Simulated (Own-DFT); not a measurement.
Simulation results for In₃GaP₄ (zincblende random alloy, atoms displaced)

All values are calculated (Own-DFT development build). A calculation, not a measurement: plane-wave PBE density functional theory by an unreviewed code, no spin, of a simulated periodic cell, stress positive in tension, free energy of the whole cell less one offset for each atom, forces on such cells passed a denser k mesh, this cell's mesh not checked; offsets are fitted by least squares, one for each functional and potential file, so energies compare only between cells with the same atoms and settings and are not formation energies; the far tail of each file's local potential was reset to the Coulomb form; each entry is a single point on an unrelaxed cell, so the pressure reflects the starting lattice, mostly measured values, from which strain is counted, and rises with the displacements; printed positions are rounded, which can move forces by about a meV/angstrom; the program is a retired in-house code; no spin-orbit coupling.

Common to all runs: functional PBE; potential files PseudoDojo norm-conserving, scalar-relativistic, standard set; wave cutoff 42 hartree; occupations Fermi-Dirac; smearing width 0.1 eV; k mesh 3 x 3 x 3 centred on Gamma.

```yaml
- entry: 1
  formula: In3GaP4
  kind: "zincblende random alloy, atoms displaced"
  structure:
    cell_angstrom: [[11.5283, 0.0, 0.0], [0.0, 11.5283, 0.0], [0.0, 0.0, 11.5283]]
    atoms_fractional:
      - [In, 0.99938, 0.99912, 0.0015]
      - [In, 0.99876, 0.25148, 0.25278]
      - [In, 0.24793, 2.0e-05, 0.25284]
      - [Ga, 0.2499, 0.24603, 0.00551]
      - [P, 0.13101, 0.11967, 0.12625]
      - [P, 0.12653, 0.37412, 0.37727]
      - [P, 0.37681, 0.13023, 0.37909]
      - [P, 0.37129, 0.37143, 0.12422]
      - [Ga, 0.99901, 0.99722, 0.49992]
      - [In, 0.99795, 0.25224, 0.74976]
      - [In, 0.2489, 0.99931, 0.74816]
      - [Ga, 0.24588, 0.25178, 0.49872]
      - [P, 0.12813, 0.12596, 0.62682]
      - [P, 0.12524, 0.37431, 0.87735]
      - [P, 0.37185, 0.12821, 0.87632]
      - [P, 0.36975, 0.37888, 0.63011]
      - [Ga, 0.99781, 0.49793, 0.99922]
      - [Ga, 0.99742, 0.74899, 0.25163]
      - [In, 0.25041, 0.49942, 0.25474]
      - [In, 0.24659, 0.75133, 0.9992]
      - [P, 0.13202, 0.62245, 0.12546]
      - [P, 0.12736, 0.87493, 0.37452]
      - [P, 0.37609, 0.62707, 0.37496]
      - [P, 0.37236, 0.87, 0.12207]
      - [In, 0.00115, 0.49997, 0.5014]
      - [In, 0.99788, 0.7518, 0.74871]
      - [Ga, 0.24836, 0.49813, 0.74654]
      - [In, 0.24636, 0.75238, 0.49913]
      - [P, 0.12516, 0.62428, 0.62176]
      - [P, 0.12546, 0.87565, 0.87447]
      - [P, 0.37628, 0.62568, 0.87552]
      - [P, 0.37431, 0.87865, 0.62475]
      - [In, 0.50216, 0.99893, 0.00202]
      - [In, 0.499, 0.24713, 0.24742]
      - [In, 0.75413, 0.00156, 0.25219]
      - [In, 0.74919, 0.24992, 0.00046]
      - [P, 0.62916, 0.13015, 0.12572]
      - [P, 0.62502, 0.37642, 0.37509]
      - [P, 0.87383, 0.12452, 0.37355]
      - [P, 0.87404, 0.37091, 0.12931]
      - [In, 0.5035, 0.00341, 0.4974]
      - [In, 0.50073, 0.25134, 0.75077]
      - [In, 0.75211, 0.99949, 0.74843]
      - [In, 0.74773, 0.25283, 0.50012]
      - [P, 0.6222, 0.12189, 0.61881]
      - [P, 0.62063, 0.37895, 0.87421]
      - [P, 0.86989, 0.1237, 0.87492]
      - [P, 0.87379, 0.37604, 0.62478]
      - [In, 0.50093, 0.50006, 0.99716]
      - [In, 0.49831, 0.75108, 0.24795]
      - [Ga, 0.74694, 0.49694, 0.25051]
      - [Ga, 0.74883, 0.74759, 0.00055]
      - [P, 0.62643, 0.62858, 0.12363]
      - [P, 0.62465, 0.87828, 0.37418]
      - [P, 0.87416, 0.62871, 0.37002]
      - [P, 0.87333, 0.87452, 0.12707]
      - [In, 0.49689, 0.49862, 0.50179]
      - [In, 0.50286, 0.7472, 0.7474]
      - [In, 0.74612, 0.50423, 0.75025]
      - [In, 0.74935, 0.75384, 0.50113]
      - [P, 0.624, 0.62362, 0.61996]
      - [P, 0.62395, 0.87609, 0.87518]
      - [P, 0.87393, 0.62691, 0.87387]
      - [P, 0.87708, 0.87641, 0.62491]
  results:
    "free_energy_of_cell_above_offsets [eV]": "-31.944"
    "pressure [GPa]": 3.89
    "stress_xx [GPa]": -3.87
    "stress_yy [GPa]": -3.89
    "stress_zz [GPa]": -3.93
    "stress_yz [GPa]": 0.13
    "stress_xz [GPa]": -0.07
    "stress_xy [GPa]": -0.13
    force_element: [In, In, In, Ga, P, P, P, P, Ga, In, In, Ga, P, P, P, P, Ga, Ga, In, In, P, P, P, P, In, In, Ga, In, P, P, P, P, In, In, In, In, P, P, P, P, In, In, In, In, P, P, P, P, In, In, Ga, Ga, P, P, P, P, In, In, In, In, P, P, P, P]
    "force_x [eV/angstrom]": [-0.05, 0.713, 1.062, -0.02, -0.402, 0.356, -1.15, -0.288, 0.289, 0.122, 0.278, 0.304, -0.637, 0.562, -0.314, -0.945, 0.211, 0.373, 0.297, 0.134, -2.244, -2.125, -0.056, 0.162, -0.447, 0.55, -0.106, 0.658, 0.558, -0.359, -1.018, 0.41, -0.356, 0.01, -0.532, 0.004, -0.338, 0.212, 0.979, -0.139, -0.887, -0.265, -0.542, 0.272, 0.626, 0.842, 0.661, -0.207, -0.517, 0.276, 0.211, 0.159, 1.114, -0.017, -0.031, 0.189, -0.205, -0.396, 0.251, 0.092, 0.212, 0.936, 0.008, 0.498]
    "force_y [eV/angstrom]": [0.053, -0.524, -0.075, 0.191, 1.417, -0.636, 0.284, -0.169, 0.391, -0.259, 0.174, -0.057, 0.142, 0.573, 0.225, -0.555, 0.151, 0.01, -0.171, -0.415, 0.076, 0.0, -0.02, 0.868, 0.102, -0.287, 0.432, -0.165, -0.416, 0.036, -0.573, -0.411, 0.43, 0.504, -0.187, 0.566, -0.933, 0.582, -0.35, 1.823, -0.64, -0.305, 0.048, -0.285, 0.763, -0.548, 0.239, 0.202, 0.158, 0.036, 0.416, 0.307, -0.577, -0.298, -0.5, -1.485, -0.069, 0.306, -0.283, -0.18, 0.252, -0.901, -0.127, 0.643]
    "force_z [eV/angstrom]": [-0.108, -0.167, 0.114, -0.333, -0.728, 0.607, 0.338, -0.59, -0.097, 0.177, 0.416, 0.35, -1.658, 0.595, 0.699, -0.503, 0.257, -0.411, -0.231, -0.37, 0.041, -0.003, 0.207, 0.417, -0.472, 0.143, 0.604, 0.264, 1.222, -0.143, -0.931, -0.249, 0.103, 0.141, -0.367, -0.467, 0.122, -0.852, 1.373, -0.47, -0.129, -0.237, -0.071, -0.04, 1.122, -0.056, 0.076, 0.137, 0.748, 0.171, -0.148, -0.068, 0.082, -0.248, -0.632, -0.258, -0.267, 0.072, -0.058, -0.387, 0.101, 0.411, 1.511, -0.873]
- entry: 2
  formula: In3GaP4
  kind: "zincblende random alloy, atoms displaced"
  structure:
    cell_angstrom: [[11.5283, 0.0, 0.0], [0.0, 11.5283, 0.0], [0.0, 0.0, 11.5283]]
    atoms_fractional:
      - [Ga, 0.99834, 0.00291, 0.00259]
      - [In, 0.99933, 0.25175, 0.25004]
      - [In, 0.24674, 0.00028, 0.24874]
      - [In, 0.25018, 0.24827, 0.99884]
      - [P, 0.12616, 0.12472, 0.12119]
      - [P, 0.12448, 0.37416, 0.37461]
      - [P, 0.37718, 0.12375, 0.3741]
      - [P, 0.37079, 0.3745, 0.1269]
      - [In, 0.00033, 0.00067, 0.49708]
      - [In, 0.99874, 0.24931, 0.74934]
      - [In, 0.25313, 0.99802, 0.75222]
      - [In, 0.25163, 0.25129, 0.49987]
      - [P, 0.12697, 0.12331, 0.62651]
      - [P, 0.12076, 0.37603, 0.87579]
      - [P, 0.37715, 0.12813, 0.87536]
      - [P, 0.37797, 0.37146, 0.62639]
      - [Ga, 0.99661, 0.50183, 0.99995]
      - [In, 0.00118, 0.74838, 0.25209]
      - [In, 0.25353, 0.49893, 0.24997]
      - [In, 0.25428, 0.75185, 0.99722]
      - [P, 0.12541, 0.62229, 0.12614]
      - [P, 0.1236, 0.87035, 0.37402]
      - [P, 0.37436, 0.6243, 0.37293]
      - [P, 0.37863, 0.87834, 0.12839]
      - [In, 0.0039, 0.49249, 0.5041]
      - [Ga, 0.00309, 0.75715, 0.751]
      - [In, 0.24767, 0.5003, 0.75259]
      - [In, 0.24891, 0.75183, 0.49839]
      - [P, 0.12502, 0.62318, 0.6253]
      - [P, 0.12353, 0.87316, 0.87417]
      - [P, 0.37786, 0.62914, 0.87966]
      - [P, 0.37636, 0.8766, 0.62378]
      - [Ga, 0.50104, 0.99948, 0.00228]
      - [In, 0.50299, 0.2473, 0.25057]
      - [In, 0.75172, 0.00807, 0.25289]
      - [Ga, 0.75133, 0.24924, 0.99594]
      - [P, 0.62878, 0.12629, 0.12983]
      - [P, 0.62406, 0.37808, 0.37736]
      - [P, 0.87614, 0.12655, 0.37701]
      - [P, 0.87223, 0.37659, 0.12491]
      - [Ga, 0.50075, 0.99648, 0.49943]
      - [In, 0.50252, 0.24125, 0.74903]
      - [Ga, 0.75017, 0.0008, 0.75103]
      - [In, 0.74931, 0.25163, 0.49539]
      - [P, 0.62315, 0.12743, 0.62713]
      - [P, 0.62247, 0.37493, 0.87264]
      - [P, 0.87206, 0.12631, 0.87746]
      - [P, 0.8785, 0.36752, 0.62583]
      - [In, 0.50364, 0.49918, 0.00242]
      - [In, 0.49567, 0.75127, 0.24709]
      - [In, 0.74649, 0.50407, 0.24841]
      - [In, 0.74811, 0.75686, 0.99736]
      - [P, 0.62697, 0.62724, 0.12569]
      - [P, 0.62457, 0.87782, 0.3736]
      - [P, 0.87364, 0.6248, 0.37772]
      - [P, 0.87449, 0.86875, 0.12707]
      - [Ga, 0.49959, 0.49939, 0.49973]
      - [In, 0.50188, 0.75087, 0.74992]
      - [In, 0.74989, 0.49984, 0.74678]
      - [In, 0.75081, 0.75244, 0.50049]
      - [P, 0.62971, 0.62802, 0.62394]
      - [P, 0.62866, 0.88265, 0.87296]
      - [P, 0.876, 0.62632, 0.87466]
      - [P, 0.87161, 0.87604, 0.62681]
  results:
    "free_energy_of_cell_above_offsets [eV]": "-31.976"
    "pressure [GPa]": 3.88
    "stress_xx [GPa]": -3.91
    "stress_yy [GPa]": -3.84
    "stress_zz [GPa]": -3.88
    "stress_yz [GPa]": -0.03
    "stress_xz [GPa]": -0.1
    "stress_xy [GPa]": 0.38
    force_element: [Ga, In, In, In, P, P, P, P, In, In, In, In, P, P, P, P, Ga, In, In, In, P, P, P, P, In, Ga, In, In, P, P, P, P, Ga, In, In, Ga, P, P, P, P, Ga, In, Ga, In, P, P, P, P, In, In, In, In, P, P, P, P, Ga, In, In, In, P, P, P, P]
    "force_x [eV/angstrom]": [-0.189, 0.02, 0.155, -0.115, -1.093, 0.41, 0.329, 0.82, 0.114, 0.401, -0.151, -0.007, 0.001, -0.453, 0.42, 0.456, 0.109, -0.259, -0.626, -0.575, -0.449, 0.127, 0.799, -0.01, -0.55, -0.379, 0.563, 0.267, -0.58, -1.092, 0.197, 0.652, 0.192, -0.359, 0.283, -0.307, -0.195, -0.772, 0.225, 0.04, 0.039, -0.265, 0.051, -0.146, 0.918, 0.897, -0.315, -0.798, -0.322, 0.72, 0.398, 0.19, -0.345, -0.597, 0.392, 0.642, 0.011, 0.106, 0.405, -0.113, -1.275, -0.637, 1.09, 0.533]
    "force_y [eV/angstrom]": [-0.43, -0.121, 0.019, 0.504, -0.583, -0.043, -0.771, -0.382, -0.243, -0.519, 0.158, -0.284, 0.026, 0.494, -1.334, 1.136, 0.003, -0.545, 0.052, 0.115, -0.31, 0.73, -0.461, 0.755, 0.617, -0.63, 0.029, -0.395, 1.146, 0.495, -0.706, 0.354, 0.352, 0.554, -1.055, 0.289, 0.141, 0.659, 0.18, -0.103, 0.289, 1.038, 0.333, -0.108, -2.091, -0.787, -0.854, 0.624, -0.073, -0.27, -0.239, -0.58, 0.428, 0.406, -0.381, 1.644, 0.159, 0.117, -0.218, 0.116, -0.911, 0.965, 0.15, 0.35]
    "force_z [eV/angstrom]": [-0.07, -0.387, 0.304, -0.162, -0.232, -0.169, 0.818, -0.308, 0.562, 0.454, 0.015, -0.038, -0.106, 0.822, 0.957, -0.401, 0.068, -0.28, 0.135, 0.763, -0.935, 0.007, 1.069, -1.37, -0.24, -0.163, 0.07, 0.373, 0.626, 0.272, -0.638, -0.665, -0.035, 0.042, -0.215, 0.334, -2.265, 0.241, -0.135, -1.361, 0.02, 0.345, -0.156, 0.605, -0.967, 0.607, 0.396, -0.238, 0.133, 0.517, 0.399, -0.079, -0.376, 0.622, 0.14, -0.346, 0.228, -0.009, 0.206, -0.376, -0.601, 0.003, -0.109, 1.283]
- entry: 3
  formula: In3GaP4
  kind: "zincblende random alloy, atoms displaced"
  structure:
    cell_angstrom: [[11.5283, 0.0, 0.0], [0.0, 11.5283, 0.0], [0.0, 0.0, 11.5283]]
    atoms_fractional:
      - [Ga, 0.00023, 0.99641, 0.00227]
      - [In, 0.00247, 0.24537, 0.24814]
      - [In, 0.24829, 0.99598, 0.24824]
      - [Ga, 0.25055, 0.25263, 0.0017]
      - [P, 0.12357, 0.12881, 0.12646]
      - [P, 0.12206, 0.3736, 0.37675]
      - [P, 0.37897, 0.12647, 0.37349]
      - [P, 0.37452, 0.37596, 0.12986]
      - [In, 0.00191, 0.99955, 0.49422]
      - [In, 0.00298, 0.24838, 0.74962]
      - [In, 0.25334, 0.0007, 0.74754]
      - [In, 0.24891, 0.25193, 0.50199]
      - [P, 0.12312, 0.12623, 0.62257]
      - [P, 0.12409, 0.37453, 0.87619]
      - [P, 0.37815, 0.11761, 0.87903]
      - [P, 0.37626, 0.37653, 0.62759]
      - [In, 0.00059, 0.50268, 0.99763]
      - [In, 0.99949, 0.74484, 0.24753]
      - [In, 0.24933, 0.50087, 0.25262]
      - [In, 0.2496, 0.75613, 0.99851]
      - [P, 0.12318, 0.62642, 0.12382]
      - [P, 0.12599, 0.87512, 0.37806]
      - [P, 0.37275, 0.62785, 0.37823]
      - [P, 0.3712, 0.87499, 0.12407]
      - [In, 0.99547, 0.49776, 0.50111]
      - [In, 0.00034, 0.75186, 0.74975]
      - [In, 0.24525, 0.50046, 0.75235]
      - [In, 0.25031, 0.7512, 0.49922]
      - [P, 0.12119, 0.62788, 0.62271]
      - [P, 0.12268, 0.86981, 0.87645]
      - [P, 0.37468, 0.62789, 0.8763]
      - [P, 0.37729, 0.87633, 0.62103]
      - [In, 0.49817, 0.99634, 0.00724]
      - [Ga, 0.49941, 0.25527, 0.25083]
      - [In, 0.74837, 0.99837, 0.24917]
      - [Ga, 0.75119, 0.24936, 0.00054]
      - [P, 0.62707, 0.12283, 0.12538]
      - [P, 0.62942, 0.37572, 0.37715]
      - [P, 0.87562, 0.12432, 0.37255]
      - [P, 0.8734, 0.37392, 0.1271]
      - [In, 0.50356, 0.99635, 0.50321]
      - [Ga, 0.4998, 0.24766, 0.75012]
      - [In, 0.7509, 0.99943, 0.75486]
      - [Ga, 0.75116, 0.25018, 0.50371]
      - [P, 0.62439, 0.12612, 0.6227]
      - [P, 0.62634, 0.3717, 0.8752]
      - [P, 0.87373, 0.12634, 0.87613]
      - [P, 0.87922, 0.3779, 0.62454]
      - [In, 0.50096, 0.50521, 0.00167]
      - [In, 0.50023, 0.74976, 0.25063]
      - [In, 0.75178, 0.49609, 0.24978]
      - [In, 0.7473, 0.74613, 0.99986]
      - [P, 0.62187, 0.62452, 0.12495]
      - [P, 0.62509, 0.87288, 0.37514]
      - [P, 0.8715, 0.62907, 0.3696]
      - [P, 0.87811, 0.87634, 0.12771]
      - [In, 0.49917, 0.50244, 0.4981]
      - [Ga, 0.50116, 0.7511, 0.75061]
      - [In, 0.74927, 0.49604, 0.75133]
      - [Ga, 0.75154, 0.75028, 0.50305]
      - [P, 0.62576, 0.62733, 0.62441]
      - [P, 0.62751, 0.87603, 0.87649]
      - [P, 0.87584, 0.62705, 0.87374]
      - [P, 0.87439, 0.87589, 0.6229]
  results:
    "free_energy_of_cell_above_offsets [eV]": "-31.736"
    "pressure [GPa]": 3.95
    "stress_xx [GPa]": -4.0
    "stress_yy [GPa]": -3.89
    "stress_zz [GPa]": -3.95
    "stress_yz [GPa]": -0.12
    "stress_xz [GPa]": 0.41
    "stress_xy [GPa]": -0.04
    force_element: [Ga, In, In, Ga, P, P, P, P, In, In, In, In, P, P, P, P, In, In, In, In, P, P, P, P, In, In, In, In, P, P, P, P, In, Ga, In, Ga, P, P, P, P, In, Ga, In, Ga, P, P, P, P, In, In, In, In, P, P, P, P, In, Ga, In, Ga, P, P, P, P]
    "force_x [eV/angstrom]": [-0.029, -0.595, 0.081, 0.13, 0.667, 0.079, 0.285, 0.204, -0.466, -0.361, -0.522, 0.523, 0.269, 0.755, -0.318, 0.516, -0.387, 0.274, -0.341, 0.0, 0.725, -0.127, 0.19, 0.36, 0.294, -0.404, 0.372, -0.142, 0.3, -0.474, 0.52, 0.359, 0.62, 0.307, 0.193, -0.105, -0.299, -0.43, -0.944, -0.064, -0.022, -0.005, -0.087, 0.147, 0.409, -0.424, 0.424, -1.297, -0.315, -0.289, -0.373, 0.464, 0.575, 0.844, -0.566, 0.244, 0.215, 0.043, 0.05, -0.115, 0.05, -1.211, -0.253, -0.525]
    "force_y [eV/angstrom]": [0.36, 0.725, 0.81, -0.27, -0.86, 0.218, 0.382, -1.079, 0.196, 0.019, -0.124, -0.121, -0.488, -0.76, 2.045, -0.595, -0.345, 0.773, 0.055, -0.817, -0.26, -0.461, -0.244, -0.387, 0.859, -0.074, 0.281, 0.004, -0.336, 1.829, 0.543, -1.058, 0.147, -0.445, 0.059, -0.046, 1.79, -1.365, 0.703, -0.705, 0.602, 0.004, 0.268, -0.044, 1.198, -1.155, -0.035, -1.358, -0.888, 0.054, 0.431, 0.397, 0.02, -0.65, 0.112, 0.292, -0.225, 0.075, 0.402, 0.031, 1.042, -0.806, -0.285, -0.44]
    "force_z [eV/angstrom]": [-0.117, 0.407, 0.361, -0.042, -1.955, -0.204, -0.47, -0.54, 0.498, 0.158, 0.211, -0.259, 0.163, 0.792, -0.251, 0.673, 0.321, 0.342, 0.067, 0.207, -0.13, -0.772, -0.525, 0.552, -0.821, -0.297, -0.3, 0.436, 0.068, 0.164, -0.912, 1.28, -0.348, 0.111, 0.281, 0.111, -0.05, 0.126, 0.884, -1.21, -0.748, 0.097, -0.668, -0.236, 0.57, 0.323, 1.406, -0.057, -0.429, 0.001, -0.081, 0.207, 0.55, 0.728, 1.481, -1.08, 0.251, -0.041, -0.152, -0.259, 0.2, -0.459, -0.099, -0.515]
```
